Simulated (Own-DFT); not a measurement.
# Computed records: GaP (zincblende, atoms displaced)

Computed with Own-DFT development build. A calculation, not a measurement: plane-wave PBE density functional theory by an unreviewed code, no spin, of a simulated periodic cell, stress positive in tension, free energy of the whole cell less one offset for each atom, forces on such cells passed a denser k mesh, this cell's mesh not checked; offsets are fitted by least squares, one for each functional and potential file, so energies compare only between cells with the same atoms and settings and are not formation energies; the far tail of each file's local potential was reset to the Coulomb form; each entry is a single point on an unrelaxed cell, so the pressure reflects the starting lattice, mostly measured values (interpolated for alloys), from which strain is counted, and rises with the displacements; printed positions are rounded, which can move forces by about a meV/angstrom; the program, named Own-DFT, is a retired in-house code; no spin-orbit coupling.

Entry: GaP (zincblende, atoms displaced)

```
GaP
1.0
     16.3515     0.0000     0.0000
      0.0000    10.9010     0.0000
      0.0000     0.0000    10.9010
Ga P Ga P Ga P Ga P Ga P Ga P Ga P Ga P Ga P Ga P Ga P Ga P
4 4 4 4 4 4 4 4 4 4 4 4 4 4 4 4 4 4 4 4 4 4 4 4
Direct
  0.99862 0.97553 0.01008
  0.01082 0.24381 0.23675
  0.16146 0.03354 0.26190
  0.14856 0.23828 0.97457
  0.08120 0.13771 0.10878
  0.08363 0.37495 0.38026
  0.24027 0.11172 0.38326
  0.25252 0.36312 0.14535
  0.01003 0.03054 0.49569
  0.99382 0.25244 0.75733
  0.17008 0.00438 0.73247
  0.17236 0.25693 0.48681
  0.07794 0.12648 0.65404
  0.10195 0.37000 0.89856
  0.23830 0.12089 0.87926
  0.24746 0.37042 0.60604
  0.00646 0.50579 0.00454
  0.98206 0.77044 0.22100
  0.15701 0.50329 0.22560
  0.15227 0.74734 0.00554
  0.07500 0.61721 0.14107
  0.07531 0.88056 0.37439
  0.25329 0.61697 0.37713
  0.26454 0.87691 0.13787
  0.01254 0.49129 0.51635
  0.02344 0.76040 0.76079
  0.17158 0.50428 0.74662
  0.16669 0.74846 0.48658
  0.08170 0.63031 0.62098
  0.09172 0.85957 0.87798
  0.26136 0.61704 0.85071
  0.24456 0.86807 0.61878
  0.32794 0.98330 0.99571
  0.34297 0.25140 0.26086
  0.51518 0.98566 0.24377
  0.48753 0.24961 0.97431
  0.41396 0.12956 0.13579
  0.41616 0.35583 0.37329
  0.57744 0.12508 0.37357
  0.58948 0.38447 0.12343
  0.33443 0.00770 0.52344
  0.34325 0.26147 0.74798
  0.51255 0.00549 0.74058
  0.51497 0.24132 0.52007
  0.42035 0.14758 0.63030
  0.40912 0.37126 0.87851
  0.57782 0.10480 0.86278
  0.57359 0.35069 0.64768
  0.32140 0.50458 0.97342
  0.33303 0.75167 0.23050
  0.50384 0.48446 0.26398
  0.48792 0.75111 0.98811
  0.42910 0.62228 0.12248
  0.42004 0.90703 0.38175
  0.58893 0.64216 0.36513
  0.57453 0.85963 0.13116
  0.33784 0.49627 0.50761
  0.33261 0.74173 0.76126
  0.49860 0.49889 0.76474
  0.49741 0.75781 0.51502
  0.42572 0.62537 0.61618
  0.42011 0.89488 0.84954
  0.58285 0.64834 0.86416
  0.58030 0.87137 0.62914
  0.65258 0.00565 0.00079
  0.67361 0.27401 0.25713
  0.82525 0.99082 0.23938
  0.83250 0.24049 0.97240
  0.74249 0.12488 0.12239
  0.76587 0.37522 0.37638
  0.92136 0.11916 0.37478
  0.91176 0.38165 0.11626
  0.66791 0.99002 0.52221
  0.66478 0.25323 0.75283
  0.83622 0.00635 0.73428
  0.84834 0.22211 0.50953
  0.74509 0.10977 0.63801
  0.75307 0.36933 0.87537
  0.90715 0.11528 0.88565
  0.90684 0.37677 0.64210
  0.67073 0.47725 0.99865
  0.66639 0.76207 0.24304
  0.83811 0.49771 0.24188
  0.82127 0.73480 0.00173
  0.74531 0.60349 0.12821
  0.74373 0.89222 0.39016
  0.91041 0.64241 0.37901
  0.91338 0.86926 0.11522
  0.66228 0.49581 0.52511
  0.66485 0.74687 0.74900
  0.83599 0.49803 0.75082
  0.83413 0.74193 0.49514
  0.76725 0.62689 0.64438
  0.75528 0.88090 0.87738
  0.93269 0.62685 0.86794
  0.92065 0.88105 0.62772
```

Here we set functional PBE, potential files PseudoDojo norm-conserving, scalar-relativistic, standard set, wave cutoff 42 hartree, occupations Fermi-Dirac, smearing width 0.1 eV and k mesh 2 x 3 x 3 centred on Gamma.

Results for GaP (zincblende, atoms displaced): free energy of cell above offsets -23.466 eV; pressure 7.05 GPa; stress xx -6.68 GPa; stress yy -7.48 GPa; stress zz -6.97 GPa; stress yz 0 GPa; stress xz -1.29 GPa; stress xy 1.84 GPa.

Force:
```tsv
element	x (eV/Å)	y (eV/Å)	z (eV/Å)
Ga	1.229	2.259	-1.846
Ga	-2.765	2.08	1.827
Ga	-2.437	-3.434	-2.955
Ga	6.52	-6.837	5.102
P	-0.151	-3.649	0.834
P	-0.229	0.055	-1.476
P	4.091	2.332	2.171
P	-1.092	0.866	-2.494
Ga	0.016	-2.275	1.342
Ga	-0.177	0.357	1.625
Ga	0.584	-0.865	1.508
Ga	-1.335	-1.18	0.396
P	0.213	1.129	-2.439
P	-6.216	10.16	-6.697
P	2.443	-0.62	-1.046
P	1.217	0.847	2.782
Ga	-0.916	-1.265	-0.903
Ga	4.51	-4.434	6.5
Ga	3.77	-2.584	3.582
Ga	3.042	-1.613	2.436
P	-1.701	3.719	-1.747
P	0.508	0.203	-1.075
P	-0.223	0.524	-1.378
P	-4.998	1.877	-1.93
Ga	-2.569	-0.073	-0.67
Ga	-4.682	-2.255	-3.403
Ga	-0.938	-1.299	-1.102
Ga	-0.162	-0.085	-0.58
P	1.589	0.242	0.771
P	1.217	5.226	1.192
P	-4.386	0.513	1.506
P	1.005	-0.186	0.712
Ga	1.006	2.022	-0.59
Ga	-2.937	-2.101	-1.251
Ga	-2.707	3.003	1.834
Ga	2.094	-2.2	3.106
P	1.131	-1.569	-2.132
P	2.807	2.892	3.675
P	2.381	0.301	0.447
P	-2.121	-2.013	0.2
Ga	0.078	-0.084	-0.884
Ga	-3.331	-0.775	-0.482
Ga	-3.303	-1.079	-2.715
Ga	-2.045	-1.091	-4.087
P	-0.255	-2.766	-0.006
P	0.021	2.861	-0.338
P	1.909	4.551	2.959
P	1.426	4.318	0.585
Ga	2.002	-2.184	4.979
Ga	2.858	-3.059	3.459
Ga	0.228	1.233	-0.458
Ga	0.52	0.8	-0.381
P	-2.066	-0.879	-0.059
P	-0.424	-2.169	0.205
P	-1.308	-1.827	2.403
P	1.234	-0.363	-3.476
Ga	0.306	0.144	-1.366
Ga	2.792	3.315	-3.332
Ga	0.019	0.708	-0.532
Ga	0.314	0.798	-3.347
P	-1.624	-1.446	1.999
P	-1.326	-1.559	1.641
P	-0.917	-3.302	2.136
P	1.247	-0.502	-0.083
Ga	1.478	-1.612	0.928
Ga	-0.405	-1.67	0.029
Ga	0.146	0.889	0.793
Ga	-1.289	1.284	4.09
P	0.25	0.673	-0.151
P	-0.743	-0.277	1.857
P	-0.145	0.131	-2.642
P	1.418	-1.743	-0.764
Ga	-1.868	1.353	-1.326
Ga	1.34	-1.745	1.044
Ga	0.955	-1.717	2
Ga	-2.03	1.7	0.395
P	-0.15	2.818	-0.958
P	-0.678	0.683	-1.492
P	3.5	-1.978	-2.029
P	2.648	-1.913	-2.484
Ga	-0.237	2.458	-0.847
Ga	1.726	-0.707	0.661
Ga	0.156	0.894	1.605
Ga	0.839	-0.191	-0.912
P	-0.106	1.886	-0.165
P	1.458	-2.391	-1.875
P	2.868	-2.702	-2.714
P	-5.668	2.534	-2.874
Ga	0.982	0.455	-1.077
Ga	2.575	1.531	-0.645
Ga	0.267	0.746	2.937
Ga	-1.474	2.743	1.989
P	-3.225	0.969	-1.656
P	-1.312	-0.207	-0.065
P	-1.297	-0.098	0.456
P	1.036	-0.512	-0.761
```
